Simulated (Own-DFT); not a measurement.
Simulation results for Hf₃₂O₆₃ (monoclinic hafnia with one vacancy, atoms displaced)

A calculation, not a measurement: plane-wave PBE density functional theory by an unreviewed code, no spin, of a simulated periodic cell, stress positive in tension, free energy of the whole cell less one offset for each atom, defect cell not probed for a lower state with spin; hafnium file: forces about 75 meV/angstrom off all-electron values; oxygen file: force components 24 meV/angstrom off all-electron in one glass; forces on such cells passed a denser k mesh, this cell's mesh not checked; offsets are fitted by least squares, one for each functional and potential file, so energies compare only between cells with the same atoms and settings and are not formation energies; the far tail of each file's local potential was reset to the Coulomb form; each entry is a single point on an unrelaxed cell, so the pressure reflects the starting lattice, mostly measured values, from which strain is counted, and rises with the displacements; printed positions are rounded, which can move forces by about a meV/angstrom; the program is a retired in-house code; no spin-orbit coupling; before rounding, a Quantum ESPRESSO 7.3.1 run of the same cell and cutoff gave forces within 1 meV/angstrom rms on each cell, which checks the program and not the settings. Program: Own-DFT development build.

Settings shared by all entries: functional PBE; potential files PseudoDojo norm-conserving, scalar-relativistic, standard set; wave cutoff 72 hartree; occupations Fermi-Dirac; smearing width 0.1 eV; k mesh 2 x 2 x 2 centred on Gamma.

```yaml
- entry: 1
  formula: Hf32O63
  kind: "monoclinic hafnia with one vacancy, atoms displaced"
  structure:
    cell_angstrom: [[10.234, 0.0, 0.0], [0.0, 10.35, 0.0], [-1.6955, 0.0, 10.4453]]
    atoms_fractional:
      - [Hf, 0.13422, 0.02305, 0.10324]
      - [Hf, 0.36473, 0.27267, 0.14533]
      - [Hf, 0.36156, 0.47847, 0.3941]
      - [Hf, 0.1366, 0.2328, 0.35528]
      - [O, 0.03539, 0.16653, 0.17119]
      - [O, 0.4648, 0.41785, 0.07156]
      - [O, 0.46794, 0.33242, 0.33006]
      - [O, 0.03171, 0.08208, 0.42167]
      - [O, 0.23038, 0.37947, 0.24335]
      - [O, 0.26886, 0.12529, 0.01404]
      - [O, 0.27993, 0.12181, 0.26429]
      - [O, 0.22427, 0.36986, 0.49024]
      - [Hf, 0.13827, 0.01953, 0.60533]
      - [Hf, 0.36219, 0.27164, 0.64829]
      - [Hf, 0.35999, 0.47865, 0.89454]
      - [Hf, 0.13786, 0.22896, 0.85148]
      - [O, 0.03881, 0.16455, 0.67775]
      - [O, 0.45838, 0.4152, 0.57289]
      - [O, 0.46204, 0.33417, 0.82252]
      - [O, 0.03376, 0.08816, 0.92237]
      - [O, 0.22829, 0.38061, 0.74035]
      - [O, 0.27545, 0.13028, 0.50914]
      - [O, 0.27751, 0.11939, 0.75837]
      - [O, 0.21843, 0.3703, 0.98968]
      - [Hf, 0.13513, 0.52087, 0.10393]
      - [Hf, 0.36011, 0.77243, 0.14906]
      - [Hf, 0.36234, 0.98033, 0.40098]
      - [Hf, 0.13943, 0.73201, 0.35929]
      - [O, 0.03895, 0.67319, 0.18075]
      - [O, 0.46866, 0.91867, 0.07857]
      - [O, 0.4639, 0.83215, 0.32615]
      - [O, 0.03752, 0.58242, 0.42402]
      - [O, 0.22402, 0.87943, 0.24132]
      - [O, 0.27277, 0.63248, 0.01173]
      - [O, 0.27737, 0.61848, 0.25854]
      - [O, 0.2221, 0.87589, 0.4905]
      - [Hf, 0.14075, 0.5183, 0.60902]
      - [Hf, 0.36208, 0.77074, 0.64796]
      - [Hf, 0.35996, 0.97925, 0.89617]
      - [Hf, 0.14096, 0.73388, 0.85368]
      - [O, 0.03801, 0.6657, 0.67927]
      - [O, 0.46293, 0.91216, 0.57825]
      - [O, 0.45815, 0.83611, 0.82368]
      - [O, 0.03453, 0.58532, 0.92155]
      - [O, 0.2239, 0.88361, 0.73719]
      - [O, 0.27971, 0.6263, 0.7634]
      - [O, 0.22426, 0.87181, 0.98874]
      - [Hf, 0.63824, 0.02043, 0.1032]
      - [Hf, 0.86599, 0.27389, 0.14239]
      - [Hf, 0.86193, 0.48098, 0.39374]
      - [Hf, 0.6425, 0.2298, 0.35653]
      - [O, 0.53721, 0.16026, 0.17623]
      - [O, 0.96327, 0.41304, 0.0697]
      - [O, 0.9563, 0.33444, 0.3219]
      - [O, 0.53604, 0.08328, 0.42177]
      - [O, 0.72422, 0.38064, 0.2436]
      - [O, 0.77593, 0.13037, 0.01153]
      - [O, 0.77462, 0.12133, 0.26226]
      - [O, 0.72394, 0.37052, 0.48911]
      - [Hf, 0.63531, 0.01827, 0.60384]
      - [Hf, 0.86091, 0.27153, 0.64784]
      - [Hf, 0.86338, 0.48583, 0.89494]
      - [Hf, 0.63774, 0.22904, 0.85027]
      - [O, 0.53405, 0.16973, 0.67205]
      - [O, 0.96143, 0.42381, 0.574]
      - [O, 0.96708, 0.3282, 0.82289]
      - [O, 0.53712, 0.08921, 0.92265]
      - [O, 0.72224, 0.37576, 0.73613]
      - [O, 0.77555, 0.1265, 0.51108]
      - [O, 0.77313, 0.11893, 0.75735]
      - [O, 0.72759, 0.37641, 0.98984]
      - [Hf, 0.63299, 0.52179, 0.10142]
      - [Hf, 0.86679, 0.77049, 0.14614]
      - [Hf, 0.85977, 0.98677, 0.39616]
      - [Hf, 0.6384, 0.73082, 0.35631]
      - [O, 0.53489, 0.66768, 0.17475]
      - [O, 0.96587, 0.91669, 0.07671]
      - [O, 0.96138, 0.83843, 0.32298]
      - [O, 0.53777, 0.58468, 0.41871]
      - [O, 0.72778, 0.87988, 0.23784]
      - [O, 0.77779, 0.62843, 0.01173]
      - [O, 0.7797, 0.62037, 0.26432]
      - [O, 0.72702, 0.87053, 0.48976]
      - [Hf, 0.63397, 0.5221, 0.60097]
      - [Hf, 0.85568, 0.77296, 0.64893]
      - [Hf, 0.85916, 0.98153, 0.89727]
      - [Hf, 0.6383, 0.72764, 0.85351]
      - [O, 0.53532, 0.66336, 0.67288]
      - [O, 0.96379, 0.91597, 0.57598]
      - [O, 0.96263, 0.83249, 0.82573]
      - [O, 0.538, 0.57941, 0.92014]
      - [O, 0.73101, 0.8822, 0.74154]
      - [O, 0.77628, 0.62591, 0.50892]
      - [O, 0.77754, 0.61991, 0.75534]
      - [O, 0.72323, 0.87384, 0.98664]
  results:
    "free_energy_of_cell_above_offsets [eV]": "-94.609"
    "pressure [GPa]": 4.14
    "stress_xx [GPa]": -4.0
    "stress_yy [GPa]": -3.87
    "stress_zz [GPa]": -4.56
    "stress_yz [GPa]": 0.01
    "stress_xz [GPa]": -0.1
    "stress_xy [GPa]": -0.35
    force_element: [Hf, Hf, Hf, Hf, O, O, O, O, O, O, O, O, Hf, Hf, Hf, Hf, O, O, O, O, O, O, O, O, Hf, Hf, Hf, Hf, O, O, O, O, O, O, O, O, Hf, Hf, Hf, Hf, O, O, O, O, O, O, O, Hf, Hf, Hf, Hf, O, O, O, O, O, O, O, O, Hf, Hf, Hf, Hf, O, O, O, O, O, O, O, O, Hf, Hf, Hf, Hf, O, O, O, O, O, O, O, O, Hf, Hf, Hf, Hf, O, O, O, O, O, O, O, O]
    "force_x [eV/angstrom]": [0.574, 0.037, 0.196, 0.083, -0.094, -0.498, -0.175, 0.937, -0.679, 1.15, -0.516, -0.446, -0.612, -0.183, -0.099, 0.033, -0.58, 0.938, 0.436, -0.534, -0.482, -0.177, 0.129, 0.654, 0.318, 0.355, 0.012, -0.804, 0.368, -0.81, -0.078, 0.758, 0.041, 0.135, -0.221, 0.268, -0.919, -0.873, 0.332, -0.833, -0.138, 0.807, 1.414, 0.123, -0.134, 0.208, 0.123, 0.356, -1.55, -0.38, -0.201, -0.941, 1.185, 1.687, -0.18, -0.415, 0.291, 0.312, -0.084, 0.285, 0.566, -0.156, 0.222, 0.341, 0.105, -0.909, -0.879, 0.053, -0.097, 0.012, -0.473, 1.191, -0.795, 0.298, 0.884, 0.059, -0.168, 0.782, -0.905, -0.525, -0.083, -0.354, -0.847, 0.785, 2.18, 0.834, -0.203, -0.377, 0.178, 0.204, -0.203, -1.391, -0.406, -0.672, -0.161]
    "force_y [eV/angstrom]": [-0.38, -1.212, 0.019, -0.943, 0.514, -0.564, 0.17, 1.055, -0.086, 0.785, 0.328, 0.419, 0.259, -0.512, 0.261, -0.432, 0.194, 0.696, 0.273, -0.581, 0.01, -0.088, 0.256, 0.399, 0.551, 0.258, 0.329, 0.005, -1.349, -0.603, 0.389, 0.409, 0.096, -0.609, 0.327, -0.955, 1.268, -0.218, 0.709, -0.333, -0.065, 0.531, -0.708, 0.043, -0.681, -0.555, 0.271, 0.07, -0.548, 0.294, 0.01, 1.113, 0.879, -0.577, -0.426, -0.034, 0.062, 0.381, -0.047, 0.738, 0.2, -1.273, 0.579, -0.726, -1.129, 1.379, -0.649, 0.572, 0.36, 0.251, -0.476, -0.033, 0.563, -1.504, 0.086, -0.216, 0.005, -0.299, -0.582, -0.108, 0.176, 0.592, 0.084, -0.988, -0.458, -0.069, 0.39, 0.66, -0.063, 0.393, 0.552, -0.376, 0.594, 0.244, -0.598]
    "force_z [eV/angstrom]": [0.642, 0.735, -0.002, -0.094, 0.378, 0.368, -0.569, 0.0, -0.682, -0.388, -0.195, -0.069, -0.603, -1.013, 0.058, 0.63, -0.977, 0.347, 0.825, 0.067, 0.252, 0.285, 0.501, 0.141, 0.162, -0.208, -1.406, -0.15, -1.18, -0.421, 0.616, -0.1, -0.076, -0.124, 0.684, 0.152, -0.895, -0.639, 0.505, -0.157, -0.611, 0.062, 0.643, 0.48, 0.538, -0.237, 0.088, 0.59, 0.295, 0.476, -0.423, -0.282, 0.476, 0.414, 0.612, -1.076, -0.323, -0.342, 0.31, -0.332, -0.746, -0.503, 0.699, -0.325, 0.891, 0.49, -0.176, 0.184, 0.419, 0.231, -0.446, 1.22, 0.718, -0.322, -0.792, -0.511, -0.405, 0.767, 0.512, -0.083, -0.566, -0.814, 0.339, -0.415, -1.093, -0.094, 0.302, 0.224, 0.479, 0.648, -0.363, -0.179, 0.562, 0.661, -0.273]
- entry: 2
  formula: Hf32O63
  kind: "monoclinic hafnia with one vacancy, atoms displaced"
  structure:
    cell_angstrom: [[10.234, 0.0, 0.0], [0.0, 10.35, 0.0], [-1.6955, 0.0, 10.4453]]
    atoms_fractional:
      - [Hf, 0.13122, 0.01958, 0.10179]
      - [Hf, 0.36515, 0.26554, 0.14605]
      - [Hf, 0.36271, 0.48331, 0.39395]
      - [Hf, 0.14383, 0.22865, 0.35328]
      - [O, 0.03791, 0.16984, 0.17434]
      - [O, 0.46329, 0.41631, 0.07563]
      - [O, 0.4611, 0.33484, 0.32447]
      - [O, 0.03354, 0.08385, 0.42164]
      - [O, 0.22169, 0.38202, 0.236]
      - [O, 0.27542, 0.12779, 0.01006]
      - [O, 0.27828, 0.11984, 0.26121]
      - [O, 0.22046, 0.36973, 0.49042]
      - [Hf, 0.14064, 0.01946, 0.61062]
      - [Hf, 0.36257, 0.26921, 0.64821]
      - [Hf, 0.36173, 0.48338, 0.89324]
      - [Hf, 0.1379, 0.22995, 0.84898]
      - [O, 0.03618, 0.1666, 0.67142]
      - [O, 0.46171, 0.41628, 0.57664]
      - [O, 0.46105, 0.33204, 0.82489]
      - [O, 0.03883, 0.08794, 0.92224]
      - [O, 0.21951, 0.38191, 0.74027]
      - [O, 0.27654, 0.12881, 0.50786]
      - [O, 0.27256, 0.12244, 0.76245]
      - [O, 0.22906, 0.36998, 0.98481]
      - [Hf, 0.13951, 0.51605, 0.10467]
      - [Hf, 0.36421, 0.77145, 0.14601]
      - [Hf, 0.36839, 0.98284, 0.40084]
      - [Hf, 0.13617, 0.73659, 0.35672]
      - [O, 0.0403, 0.65838, 0.17984]
      - [O, 0.46457, 0.91414, 0.07579]
      - [O, 0.46122, 0.83237, 0.32417]
      - [O, 0.03418, 0.58519, 0.41891]
      - [O, 0.22866, 0.87539, 0.24489]
      - [O, 0.27841, 0.63091, 0.0076]
      - [O, 0.27917, 0.61565, 0.26393]
      - [O, 0.22646, 0.87469, 0.48518]
      - [Hf, 0.14032, 0.52101, 0.60442]
      - [Hf, 0.36333, 0.77133, 0.63996]
      - [Hf, 0.36321, 0.98139, 0.89846]
      - [Hf, 0.13864, 0.72909, 0.85811]
      - [O, 0.03718, 0.66572, 0.67262]
      - [O, 0.46321, 0.91062, 0.57851]
      - [O, 0.46635, 0.83514, 0.82616]
      - [O, 0.03591, 0.57965, 0.92608]
      - [O, 0.22835, 0.87826, 0.73883]
      - [O, 0.27491, 0.63074, 0.5091]
      - [O, 0.27326, 0.62671, 0.75943]
      - [O, 0.22424, 0.87413, 0.99341]
      - [Hf, 0.63971, 0.02109, 0.10474]
      - [Hf, 0.86678, 0.26428, 0.14226]
      - [Hf, 0.85999, 0.48468, 0.39602]
      - [Hf, 0.63305, 0.23487, 0.35728]
      - [O, 0.53743, 0.16384, 0.17743]
      - [O, 0.96648, 0.41379, 0.07531]
      - [O, 0.9627, 0.33412, 0.3271]
      - [O, 0.53477, 0.08174, 0.42571]
      - [O, 0.72528, 0.38134, 0.23971]
      - [O, 0.77205, 0.13075, 0.0149]
      - [O, 0.77745, 0.12028, 0.26376]
      - [O, 0.72657, 0.36991, 0.49171]
      - [Hf, 0.64097, 0.02301, 0.60249]
      - [Hf, 0.8606, 0.27018, 0.6432]
      - [Hf, 0.86475, 0.4705, 0.89603]
      - [Hf, 0.63903, 0.22966, 0.85372]
      - [O, 0.53617, 0.16619, 0.67201]
      - [O, 0.96568, 0.41321, 0.57593]
      - [O, 0.96456, 0.33124, 0.82043]
      - [O, 0.53718, 0.08185, 0.91899]
      - [O, 0.72017, 0.37959, 0.73857]
      - [O, 0.77167, 0.12917, 0.50494]
      - [O, 0.77491, 0.1199, 0.75886]
      - [O, 0.72244, 0.37482, 0.98981]
      - [Hf, 0.63731, 0.52283, 0.10615]
      - [Hf, 0.85899, 0.77564, 0.1394]
      - [Hf, 0.86196, 0.9816, 0.39612]
      - [Hf, 0.6389, 0.73209, 0.35223]
      - [O, 0.96152, 0.91318, 0.07861]
      - [O, 0.95476, 0.83468, 0.31999]
      - [O, 0.53823, 0.57983, 0.41896]
      - [O, 0.72347, 0.88091, 0.23758]
      - [O, 0.77763, 0.62965, 0.00634]
      - [O, 0.77924, 0.62211, 0.25965]
      - [O, 0.72811, 0.87064, 0.48955]
      - [Hf, 0.63771, 0.51736, 0.60553]
      - [Hf, 0.86602, 0.77163, 0.64985]
      - [Hf, 0.86018, 0.98255, 0.89722]
      - [Hf, 0.63855, 0.7302, 0.8514]
      - [O, 0.53959, 0.66565, 0.67432]
      - [O, 0.96131, 0.9155, 0.57582]
      - [O, 0.96606, 0.83426, 0.83007]
      - [O, 0.54115, 0.58338, 0.92769]
      - [O, 0.72196, 0.88052, 0.74151]
      - [O, 0.77702, 0.62547, 0.5109]
      - [O, 0.77783, 0.6213, 0.7596]
      - [O, 0.7225, 0.87134, 0.99125]
  results:
    "free_energy_of_cell_above_offsets [eV]": "-94.295"
    "pressure [GPa]": 3.76
    "stress_xx [GPa]": -3.59
    "stress_yy [GPa]": -3.59
    "stress_zz [GPa]": -4.09
    "stress_yz [GPa]": 0.38
    "stress_xz [GPa]": -0.48
    "stress_xy [GPa]": -0.49
    force_element: [Hf, Hf, Hf, Hf, O, O, O, O, O, O, O, O, Hf, Hf, Hf, Hf, O, O, O, O, O, O, O, O, Hf, Hf, Hf, Hf, O, O, O, O, O, O, O, O, Hf, Hf, Hf, Hf, O, O, O, O, O, O, O, O, Hf, Hf, Hf, Hf, O, O, O, O, O, O, O, O, Hf, Hf, Hf, Hf, O, O, O, O, O, O, O, O, Hf, Hf, Hf, Hf, O, O, O, O, O, O, O, Hf, Hf, Hf, Hf, O, O, O, O, O, O, O, O]
    "force_x [eV/angstrom]": [1.662, -0.59, -0.527, -1.48, 0.331, 0.428, 0.271, 0.58, 0.427, 0.094, -0.026, 0.502, -0.486, -0.298, 0.103, 0.495, -0.289, 0.226, 0.513, -1.508, 0.566, 0.035, 0.605, -0.353, -0.038, -0.454, -1.442, -0.286, -0.714, 0.538, 1.207, 0.062, -0.561, -0.014, 0.084, -0.541, -0.689, -0.485, 0.131, 0.099, -0.409, 1.552, -0.154, 0.234, -0.444, 0.163, 0.489, -0.355, -0.538, -0.964, 0.939, 1.396, -0.293, -0.178, 0.556, 0.581, -0.438, 0.656, -0.243, -0.609, -0.194, 0.551, -0.488, -0.745, -0.112, 0.129, -0.249, -0.082, 0.307, 0.029, 0.256, 0.273, 0.208, -0.443, 0.18, -0.041, 1.2, 1.225, 0.101, -0.467, 0.046, -1.04, -0.697, 0.351, -0.64, 0.074, 0.06, -0.705, 1.176, -0.268, -0.909, 0.48, -0.099, 0.131, 0.282]
    "force_y [eV/angstrom]": [-0.127, 0.893, -0.266, 0.676, -0.875, 0.224, -0.356, 0.068, -1.373, -0.093, 0.052, 0.123, -0.007, 0.642, -0.228, 0.82, -0.33, -0.028, -0.028, -1.02, -0.116, -0.095, -0.226, -0.054, 1.087, -0.515, -1.017, -1.285, 0.968, 0.342, -0.399, 0.042, 0.656, -0.071, 1.138, 0.131, -0.123, -0.779, -0.775, -0.467, 0.406, 1.462, 0.002, 0.503, 0.264, -0.042, -0.606, -0.206, -0.406, 2.159, -0.867, -0.245, 0.079, -0.595, -0.396, 0.71, -0.432, -0.58, 0.419, -0.004, -0.969, 0.46, 1.871, 0.586, -0.016, 0.256, 0.021, 0.199, -0.676, 0.214, 0.222, -0.897, 0.181, -2.686, -0.113, -0.622, 1.601, -0.166, 0.331, -0.02, 0.081, 0.417, 0.141, 0.87, -0.945, -0.768, -0.411, -0.024, 0.538, 0.546, -0.052, 0.234, 0.469, -0.34, 0.631]
    "force_z [eV/angstrom]": [0.822, -0.69, 0.056, 0.656, -0.673, 0.366, 0.394, 0.289, 0.498, 0.219, -0.286, -0.097, -1.691, -0.743, 0.485, 0.906, -0.283, 0.263, 0.361, 0.298, -0.254, 0.832, -0.372, 0.168, 0.18, 0.451, -1.228, -1.1, -0.78, 0.107, 0.354, 0.781, -1.011, 0.37, -0.615, 1.041, -0.733, 1.303, -0.324, -0.215, 0.271, -0.354, 0.057, -0.693, 0.116, 0.205, 0.196, -0.525, 0.588, 2.168, -0.385, -0.742, -0.358, -0.147, -0.178, -0.11, -0.045, -1.057, -0.64, -0.058, 0.388, -0.61, 0.068, 0.045, -0.115, 0.287, 0.402, 0.289, 0.247, 0.986, 0.358, -0.441, 0.158, 1.241, -0.353, 0.09, -0.841, 0.681, -0.044, -0.158, 0.493, -0.382, 0.131, -0.39, -0.641, -0.653, 0.564, -0.476, 0.606, 0.224, -0.483, -0.064, 0.269, 0.165, -0.459]
```
